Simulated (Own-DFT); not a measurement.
## Calculated data, Hf36O71 (tetragonal hafnia with one neutral oxygen vacancy, atoms displaced)

All values are calculated (Own-DFT development build). A calculation, not a measurement: plane-wave PBE and HSE06 DFT by an unreviewed code, no spin, of a simulated cell at Gamma alone, so results move with cell size and shape, stress positive in tension, energies less offsets, not probed for a lower state with spin; hafnium file: forces about 75 meV/angstrom off all-electron values; oxygen file: force components 24 meV/angstrom off all-electron in a glass; k mesh not checked against a denser one; forces and stress are PBE's, HSE06 gives the energy alone, and its difference from PBE has offsets of its own; offsets are fitted by least squares, one for each functional and potential file, so energies compare only between cells with the same atoms and settings and are not formation energies; the far tail of each file's local potential was reset to the Coulomb form; each entry is a single point on an unrelaxed cell, so the pressure reflects the starting lattice, taken from the Materials Project, from which strain is counted, and rises with the displacements; printed positions are rounded, which can move forces by about a meV/angstrom; the program is a retired in-house code; no spin-orbit coupling.

Common to all runs: first functional PBE; second functional HSE06; exact exchange share 0.25; screening 0.11 1/bohr; exchange divergence Gygi-Baldereschi; potential files PseudoDojo norm-conserving, scalar-relativistic, made for PBE, standard set; wave cutoff 48 hartree; occupations fixed; k mesh 1 x 1 x 1 centred on Gamma.

```yaml
- entry: 1
  formula: Hf36O71
  kind: "tetragonal hafnia with one neutral oxygen vacancy, atoms displaced"
  structure:
    cell_angstrom: [[10.78, 0.0, 0.0], [0.0, 10.78, 0.0], [0.0, 0.0, 10.4493]]
    atoms_fractional:
      - [Hf, 0.99955, 0.00475, 0.99984]
      - [Hf, 0.16805, 0.16799, 0.25723]
      - [O, 0.99936, 0.16552, 0.15664]
      - [O, 0.15793, 0.99481, 0.34598]
      - [O, 0.99997, 0.15839, 0.39659]
      - [O, 0.16281, 0.99875, 0.08554]
      - [Hf, 0.00026, 0.99526, 0.49432]
      - [Hf, 0.16264, 0.16844, 0.75798]
      - [O, 0.999, 0.17101, 0.65161]
      - [O, 0.16742, 0.00389, 0.85643]
      - [O, 0.99763, 0.15666, 0.90618]
      - [O, 0.16825, 0.99625, 0.59794]
      - [Hf, 0.00602, 0.34313, 0.99363]
      - [Hf, 0.16044, 0.50527, 0.25333]
      - [O, 0.99301, 0.49839, 0.15288]
      - [O, 0.16794, 0.33421, 0.34792]
      - [O, 0.00617, 0.49694, 0.40028]
      - [O, 0.16247, 0.34149, 0.10048]
      - [Hf, 0.00412, 0.33565, 0.49889]
      - [Hf, 0.1712, 0.49988, 0.75959]
      - [O, 0.00753, 0.50574, 0.65259]
      - [O, 0.16801, 0.33773, 0.85028]
      - [O, 0.99061, 0.50332, 0.90127]
      - [O, 0.17072, 0.33485, 0.60331]
      - [Hf, 0.99393, 0.66976, 0.99634]
      - [Hf, 0.16834, 0.83614, 0.24812]
      - [O, 0.99915, 0.83025, 0.1563]
      - [O, 0.1599, 0.6687, 0.34618]
      - [O, 0.00147, 0.8384, 0.40274]
      - [O, 0.16984, 0.67212, 0.08819]
      - [Hf, 0.00404, 0.6635, 0.50485]
      - [Hf, 0.15672, 0.82979, 0.75832]
      - [O, 0.99951, 0.83413, 0.65749]
      - [O, 0.16006, 0.66456, 0.85498]
      - [O, 0.16966, 0.66676, 0.59795]
      - [Hf, 0.33223, 0.00293, 0.00145]
      - [Hf, 0.48911, 0.17224, 0.25503]
      - [O, 0.33485, 0.16891, 0.15698]
      - [O, 0.49037, 0.99745, 0.34824]
      - [O, 0.33487, 0.16693, 0.39468]
      - [O, 0.49655, 0.00689, 0.08982]
      - [Hf, 0.33341, 0.99516, 0.49823]
      - [Hf, 0.50117, 0.16568, 0.74282]
      - [O, 0.33692, 0.1649, 0.65309]
      - [O, 0.5048, 0.00687, 0.85407]
      - [O, 0.33677, 0.1666, 0.90377]
      - [O, 0.50065, 0.00477, 0.59131]
      - [Hf, 0.33116, 0.3268, 0.99691]
      - [Hf, 0.50099, 0.49853, 0.24459]
      - [O, 0.32692, 0.49968, 0.15171]
      - [O, 0.50166, 0.33387, 0.35187]
      - [O, 0.32847, 0.51066, 0.39973]
      - [O, 0.50237, 0.33593, 0.09775]
      - [Hf, 0.32514, 0.33378, 0.50655]
      - [Hf, 0.49633, 0.5012, 0.74313]
      - [O, 0.33788, 0.49526, 0.66102]
      - [O, 0.50214, 0.33478, 0.84446]
      - [O, 0.32939, 0.50324, 0.9074]
      - [O, 0.50785, 0.33794, 0.59722]
      - [Hf, 0.33916, 0.66473, 0.99171]
      - [Hf, 0.49428, 0.83242, 0.24428]
      - [O, 0.33339, 0.82614, 0.14995]
      - [O, 0.51042, 0.66001, 0.34635]
      - [O, 0.33796, 0.83237, 0.41659]
      - [O, 0.49845, 0.66563, 0.10188]
      - [Hf, 0.33551, 0.66466, 0.50248]
      - [Hf, 0.50369, 0.83238, 0.75209]
      - [O, 0.33304, 0.83519, 0.65847]
      - [O, 0.49575, 0.65924, 0.84633]
      - [O, 0.33556, 0.83255, 0.8984]
      - [O, 0.50006, 0.66693, 0.59234]
      - [Hf, 0.67314, 0.99991, 0.01229]
      - [Hf, 0.83904, 0.16826, 0.25555]
      - [O, 0.67474, 0.16497, 0.14789]
      - [O, 0.83024, 0.99199, 0.35248]
      - [O, 0.66974, 0.16529, 0.40432]
      - [O, 0.82622, 0.0017, 0.08929]
      - [Hf, 0.65959, 0.00664, 0.50105]
      - [Hf, 0.83474, 0.17024, 0.75484]
      - [O, 0.66816, 0.16497, 0.65325]
      - [O, 0.83052, 0.00513, 0.84182]
      - [O, 0.66934, 0.17172, 0.893]
      - [O, 0.84057, 0.99347, 0.59996]
      - [Hf, 0.66484, 0.33255, 0.00203]
      - [Hf, 0.83841, 0.50161, 0.25213]
      - [O, 0.66812, 0.49733, 0.158]
      - [O, 0.83362, 0.33028, 0.34925]
      - [O, 0.66396, 0.49857, 0.40575]
      - [O, 0.83707, 0.33556, 0.0945]
      - [Hf, 0.66096, 0.33463, 0.5064]
      - [Hf, 0.83014, 0.49321, 0.75127]
      - [O, 0.66647, 0.50207, 0.65296]
      - [O, 0.83973, 0.33545, 0.8507]
      - [O, 0.66395, 0.50653, 0.90167]
      - [O, 0.8321, 0.32877, 0.59781]
      - [Hf, 0.66138, 0.6677, 0.00632]
      - [Hf, 0.83405, 0.83333, 0.25091]
      - [O, 0.663, 0.83726, 0.14999]
      - [O, 0.83239, 0.66392, 0.34514]
      - [O, 0.66688, 0.83194, 0.40241]
      - [O, 0.8375, 0.6717, 0.09745]
      - [Hf, 0.67156, 0.66046, 0.5007]
      - [Hf, 0.83158, 0.83453, 0.74905]
      - [O, 0.65715, 0.83169, 0.65011]
      - [O, 0.83704, 0.66312, 0.84717]
      - [O, 0.66141, 0.83946, 0.89112]
      - [O, 0.83428, 0.66753, 0.59545]
  results:
    "PBE_energy_of_cell_above_offsets [eV]": "-96.917"
    "HSE06_less_PBE_above_offsets [eV]": "0.056"
    "PBE_pressure [GPa]": 2.52
    "PBE_stress_xx [GPa]": -3.18
    "PBE_stress_yy [GPa]": -1.35
    "PBE_stress_zz [GPa]": -3.03
    "PBE_stress_yz [GPa]": -0.65
    "PBE_stress_xz [GPa]": 0.05
    "PBE_stress_xy [GPa]": 0.02
    force_element: [Hf, Hf, O, O, O, O, Hf, Hf, O, O, O, O, Hf, Hf, O, O, O, O, Hf, Hf, O, O, O, O, Hf, Hf, O, O, O, O, Hf, Hf, O, O, O, Hf, Hf, O, O, O, O, Hf, Hf, O, O, O, O, Hf, Hf, O, O, O, O, Hf, Hf, O, O, O, O, Hf, Hf, O, O, O, O, Hf, Hf, O, O, O, O, Hf, Hf, O, O, O, O, Hf, Hf, O, O, O, O, Hf, Hf, O, O, O, O, Hf, Hf, O, O, O, O, Hf, Hf, O, O, O, O, Hf, Hf, O, O, O, O]
    "force_x [eV/angstrom]": [-0.689, -1.118, 0.87, 1.396, 0.39, 1.007, -0.392, 0.102, 1.222, -0.411, 0.584, -0.48, -2.023, 1.21, 1.641, 0.033, -0.394, 0.715, -1.378, -0.577, -0.767, -0.332, 1.035, -0.953, 1.059, -1.052, 0.358, -0.077, -0.21, -0.98, -0.164, 2.035, 0.206, -0.172, 0.013, 0.723, 2.712, -1.723, 0.318, -0.683, 0.113, -0.077, 1.116, -1.506, -0.82, -0.809, -1.093, 0.728, -0.783, 0.834, -0.414, -0.21, -1.106, 2.052, 2.637, -2.267, -0.695, -0.255, -3.055, -1.151, 1.491, -0.235, -0.817, -0.361, 0.297, 0.317, -1.095, -0.053, 0.049, -0.101, -0.095, -3.819, -1.116, -1.191, 0.35, -0.468, 4.288, 2.445, -0.859, 0.133, 0.485, 0.285, -1.243, 1.019, -1.561, 0.405, 0.686, 0.528, -0.014, 2.125, 0.459, 0.281, 0.061, 0.53, 0.737, 1.24, -0.763, 0.112, 0.411, -0.089, -1.8, -1.068, -1.196, 1.63, 0.187, 0.441, 0.661]
    "force_y [eV/angstrom]": [-2.093, -0.318, -0.334, 1.139, 1.778, -0.009, 0.582, -1.67, 0.433, -0.525, 3.467, 0.553, -1.055, -0.006, 0.334, -0.17, 0.471, -0.866, -1.39, 1.535, -0.655, -1.165, -0.379, -0.06, 0.973, -1.465, 0.466, 0.775, -2.4, -0.384, 0.752, 1.104, -0.73, 0.188, -0.117, -1.365, -0.882, 0.233, 0.481, 0.352, -0.403, 0.571, -0.62, 0.861, -0.407, 0.344, 0.2, 1.798, 0.219, -0.091, 0.235, -2.203, -0.336, 0.138, -0.479, -0.138, 0.133, -1.921, -0.265, 1.25, -0.461, 0.941, 1.101, -1.013, -0.099, 1.084, 0.84, 0.008, 1.201, 0.348, -0.665, 0.965, -0.382, 0.361, 1.381, 0.622, -0.614, -1.903, -0.619, -0.105, -1.35, 0.245, 0.19, -0.548, -1.214, 0.544, 0.924, -0.721, -0.051, -0.322, 1.308, -0.09, -0.204, -0.788, 0.907, 0.352, -0.334, -0.176, 0.396, 0.144, -0.122, 1.651, 0.496, 0.004, 0.909, -1.567, -0.043]
    "force_z [eV/angstrom]": [0.265, -0.799, -0.307, -0.312, 0.715, 2.272, 1.708, -1.487, 0.544, -1.391, -1.192, -0.094, 1.68, -1.429, -0.455, 1.008, 0.358, -0.527, 0.545, -1.088, -0.032, 0.649, -0.137, -0.016, 0.14, -0.753, -0.494, 0.059, -0.032, 0.68, -0.273, -0.58, 0.176, -1.093, 0.453, -1.49, -0.047, -1.306, -0.783, 1.175, 1.732, 1.474, 1.996, -0.389, -1.713, -0.201, 1.006, 1.255, 0.937, 0.504, -0.293, 0.691, 0.075, -1.348, 1.694, -1.571, 0.064, -1.028, 0.629, 1.468, 1.717, 0.485, -0.692, -2.112, -0.424, 0.306, 0.686, 0.044, 0.317, 0.931, 0.747, -3.624, -0.417, 0.756, -1.024, -0.218, 2.283, -0.459, -0.766, -0.651, 0.704, 1.273, -0.405, -0.579, -0.135, -0.674, 0.106, -0.001, -0.161, -1.908, -0.09, -0.09, -0.208, 0.624, 0.09, -1.307, 0.701, -0.211, 0.437, 0.139, 0.095, -0.894, -0.129, -0.187, -0.23, 1.662, 0.204]
- entry: 2
  formula: Hf36O71
  kind: "tetragonal hafnia with one neutral oxygen vacancy, atoms displaced"
  structure:
    cell_angstrom: [[10.78, 0.0, 0.0], [0.0, 10.78, 0.0], [0.0, 0.0, 10.4493]]
    atoms_fractional:
      - [Hf, 0.99675, 0.9947, 0.01386]
      - [Hf, 0.16782, 0.18226, 0.24984]
      - [O, 0.98253, 0.15422, 0.16245]
      - [O, 0.17658, 0.00743, 0.34665]
      - [O, 0.9903, 0.16824, 0.38561]
      - [O, 0.16032, 0.99919, 0.09371]
      - [Hf, 0.0014, 0.00459, 0.50829]
      - [Hf, 0.16226, 0.15959, 0.74646]
      - [O, 0.99541, 0.17523, 0.6624]
      - [O, 0.16492, 0.99263, 0.84328]
      - [O, 0.98402, 0.17036, 0.89869]
      - [O, 0.16283, 0.00768, 0.58332]
      - [Hf, 0.00578, 0.33588, 0.00111]
      - [Hf, 0.15576, 0.50323, 0.24368]
      - [O, 0.00764, 0.51093, 0.14143]
      - [O, 0.16728, 0.33, 0.35182]
      - [O, 0.99022, 0.50087, 0.40565]
      - [O, 0.15628, 0.32347, 0.0937]
      - [Hf, 0.99986, 0.32848, 0.50252]
      - [Hf, 0.17561, 0.47846, 0.74201]
      - [O, 0.00964, 0.49776, 0.65657]
      - [O, 0.14769, 0.3337, 0.85072]
      - [O, 0.00045, 0.50755, 0.90138]
      - [O, 0.16163, 0.32622, 0.60262]
      - [Hf, 0.98821, 0.67696, 0.00679]
      - [Hf, 0.15645, 0.84264, 0.24976]
      - [O, 0.99972, 0.8181, 0.15]
      - [O, 0.16032, 0.67294, 0.35]
      - [O, 0.01693, 0.81618, 0.40161]
      - [O, 0.17387, 0.67492, 0.09717]
      - [Hf, 0.0091, 0.6673, 0.49184]
      - [Hf, 0.17298, 0.83104, 0.75073]
      - [O, 0.15973, 0.67298, 0.85699]
      - [O, 0.00045, 0.83673, 0.90641]
      - [O, 0.16506, 0.67918, 0.59759]
      - [Hf, 0.33879, 0.00066, 0.99103]
      - [Hf, 0.49861, 0.17417, 0.24243]
      - [O, 0.31591, 0.16249, 0.15509]
      - [O, 0.49894, 0.0, 0.35096]
      - [O, 0.32487, 0.1616, 0.40926]
      - [O, 0.5004, 0.00997, 0.1088]
      - [Hf, 0.34927, 0.99916, 0.50125]
      - [Hf, 0.49462, 0.1595, 0.75017]
      - [O, 0.33196, 0.16267, 0.63795]
      - [O, 0.49463, 0.0075, 0.85023]
      - [O, 0.33775, 0.17058, 0.89446]
      - [O, 0.50758, 0.00446, 0.60578]
      - [Hf, 0.32973, 0.34988, 0.99992]
      - [Hf, 0.49196, 0.50929, 0.25116]
      - [O, 0.33716, 0.49679, 0.16014]
      - [O, 0.51496, 0.31936, 0.35176]
      - [O, 0.33295, 0.49788, 0.39898]
      - [O, 0.49711, 0.31664, 0.10016]
      - [Hf, 0.3193, 0.34514, 0.49517]
      - [Hf, 0.50084, 0.50366, 0.75632]
      - [O, 0.34115, 0.49437, 0.64833]
      - [O, 0.50487, 0.33725, 0.83768]
      - [O, 0.3327, 0.50907, 0.90574]
      - [O, 0.50136, 0.33744, 0.61085]
      - [Hf, 0.33624, 0.64897, 0.00544]
      - [Hf, 0.50404, 0.8492, 0.25115]
      - [O, 0.33388, 0.82291, 0.16014]
      - [O, 0.49436, 0.64917, 0.34659]
      - [O, 0.33397, 0.84322, 0.38812]
      - [O, 0.50369, 0.67369, 0.08628]
      - [Hf, 0.32626, 0.6477, 0.49439]
      - [Hf, 0.5007, 0.83102, 0.7494]
      - [O, 0.32866, 0.83199, 0.64899]
      - [O, 0.50861, 0.67224, 0.85875]
      - [O, 0.3494, 0.83921, 0.89684]
      - [O, 0.51399, 0.65787, 0.59475]
      - [Hf, 0.66427, 0.00021, 0.99946]
      - [Hf, 0.82292, 0.16283, 0.24251]
      - [O, 0.66494, 0.16348, 0.16113]
      - [O, 0.82404, 0.00576, 0.345]
      - [O, 0.66281, 0.17922, 0.40007]
      - [O, 0.83991, 0.99864, 0.09521]
      - [Hf, 0.66924, 0.98533, 0.51015]
      - [Hf, 0.82512, 0.15638, 0.7284]
      - [O, 0.66297, 0.17199, 0.65137]
      - [O, 0.83384, 0.99583, 0.86031]
      - [O, 0.67377, 0.16263, 0.89683]
      - [O, 0.82058, 0.00358, 0.5969]
      - [Hf, 0.66086, 0.32447, 0.99815]
      - [Hf, 0.83437, 0.49207, 0.2487]
      - [O, 0.66836, 0.50647, 0.15687]
      - [O, 0.84141, 0.32432, 0.35739]
      - [O, 0.66389, 0.50086, 0.418]
      - [O, 0.85117, 0.32125, 0.10521]
      - [Hf, 0.66726, 0.32675, 0.50556]
      - [Hf, 0.84387, 0.51449, 0.74439]
      - [O, 0.67071, 0.50876, 0.65006]
      - [O, 0.83608, 0.33085, 0.85266]
      - [O, 0.66712, 0.51672, 0.90886]
      - [O, 0.83003, 0.33236, 0.59523]
      - [Hf, 0.65693, 0.67524, 0.00342]
      - [Hf, 0.82701, 0.83769, 0.24444]
      - [O, 0.66503, 0.8333, 0.16214]
      - [O, 0.84298, 0.65384, 0.35301]
      - [O, 0.66449, 0.82728, 0.40584]
      - [O, 0.82811, 0.67224, 0.10953]
      - [Hf, 0.66667, 0.66388, 0.50549]
      - [Hf, 0.84514, 0.85007, 0.75608]
      - [O, 0.67735, 0.83503, 0.67294]
      - [O, 0.84767, 0.66014, 0.85047]
      - [O, 0.66699, 0.83827, 0.91002]
      - [O, 0.82554, 0.67426, 0.59639]
  results:
    "PBE_energy_of_cell_above_offsets [eV]": "-83.103"
    "HSE06_less_PBE_above_offsets [eV]": "0.917"
    "PBE_pressure [GPa]": 6.26
    "PBE_stress_xx [GPa]": -8.37
    "PBE_stress_yy [GPa]": -4.5
    "PBE_stress_zz [GPa]": -5.92
    "PBE_stress_yz [GPa]": -2.26
    "PBE_stress_xz [GPa]": -0.5
    "PBE_stress_xy [GPa]": 0.17
    force_element: [Hf, Hf, O, O, O, O, Hf, Hf, O, O, O, O, Hf, Hf, O, O, O, O, Hf, Hf, O, O, O, O, Hf, Hf, O, O, O, O, Hf, Hf, O, O, O, Hf, Hf, O, O, O, O, Hf, Hf, O, O, O, O, Hf, Hf, O, O, O, O, Hf, Hf, O, O, O, O, Hf, Hf, O, O, O, O, Hf, Hf, O, O, O, O, Hf, Hf, O, O, O, O, Hf, Hf, O, O, O, O, Hf, Hf, O, O, O, O, Hf, Hf, O, O, O, O, Hf, Hf, O, O, O, O, Hf, Hf, O, O, O, O]
    "force_x [eV/angstrom]": [1.537, -2.951, 4.293, -1.767, 1.43, 1.643, 0.388, 0.497, 0.861, 0.778, 1.896, 0.738, -4.993, -0.114, -1.104, 0.147, 2.109, 3.856, -3.339, -3.429, 0.481, 2.544, 0.464, 1.505, 1.255, 3.367, -1.227, 1.652, -1.478, -0.473, -2.871, -1.304, 1.573, -0.67, 1.032, -1.431, -1.255, 3.343, 0.607, 0.554, -0.27, -2.406, -0.445, -0.059, 0.764, -0.648, -0.052, 0.414, 5.234, -2.618, -2.417, -0.641, -1.028, 3.317, 4.293, -1.756, -0.192, -0.079, -1.082, -1.567, -3.664, 0.741, -0.455, 0.56, -2.54, 1.119, -0.592, 2.237, -1.186, -0.43, -4.918, 0.867, 2.314, -1.38, 0.003, 0.602, -4.208, -2.239, 0.653, -0.982, -0.546, -1.027, 3.786, 3.165, -0.562, -1.071, -0.718, 0.182, -3.185, -1.482, -1.28, -0.206, -1.425, -0.694, 1.824, 3.569, 1.279, 0.079, -0.658, -0.119, -0.425, 2.372, 1.006, -1.76, -0.422, -0.399, 3.312]
    "force_y [eV/angstrom]": [2.645, -5.065, -0.294, -0.527, -0.514, -0.769, -0.266, -0.827, -0.896, 1.742, -1.576, -0.007, -0.151, 1.776, -0.587, 3.535, -1.827, 1.095, -0.162, 3.271, -0.094, -0.873, -1.129, 0.78, -1.966, 0.861, 1.512, -3.247, 5.754, -1.607, -1.774, -1.519, -0.507, 0.152, -0.903, -0.33, -1.157, 0.506, 1.506, 2.396, -1.02, 0.0, 2.875, -0.076, -1.831, 1.154, -0.895, -4.524, -3.712, -0.559, 3.546, -0.767, 0.938, -5.4, 0.105, 0.719, -0.375, -4.362, 0.08, 8.259, -1.706, 1.025, 4.541, -2.045, -1.062, 5.656, -0.196, 0.44, -0.305, -0.997, 1.267, 0.504, 1.953, 0.266, -2.773, -3.878, -1.318, 1.635, 3.169, -0.505, 1.339, -0.033, -0.004, 1.841, 0.093, -1.064, 1.931, -0.918, 1.598, 1.792, -2.485, -0.526, 1.122, -2.865, -0.453, -1.339, -1.851, 0.705, 1.947, 0.63, 0.213, -2.008, -3.392, 0.868, 3.581, 0.43, 0.066]
    "force_z [eV/angstrom]": [-3.043, 0.632, -1.735, -0.892, 3.857, 0.193, -2.94, 0.967, -2.719, -0.15, 1.194, 1.734, -4.036, 1.11, 1.126, 0.783, -0.718, 1.856, -1.637, 1.592, -1.15, -0.409, 0.768, 0.212, -1.939, 0.355, 0.563, -0.482, -0.295, 0.576, 1.655, 0.681, -1.507, -0.788, -0.002, 1.462, 2.289, -1.447, 0.929, -0.861, -1.414, -1.765, -1.846, 2.385, 0.8, 0.673, 0.462, 0.682, 0.458, -2.697, -0.614, -1.357, -1.539, 1.325, -1.991, -0.576, 2.801, -2.987, -1.679, 1.865, 0.484, -0.953, 1.258, 2.274, 3.082, 0.89, 0.766, -0.215, -2.097, 0.405, 1.765, 0.091, 3.43, -3.468, 0.871, 0.348, 1.743, -3.283, 5.355, -0.364, -1.37, 0.877, 1.538, -1.425, 1.426, 0.269, -1.436, -1.734, 0.063, -0.347, 1.096, 2.245, -1.189, -0.087, 0.843, -0.69, 1.689, -1.413, -1.247, -0.229, -0.81, -1.288, 0.124, -1.281, 0.363, -0.009, 0.868]
```
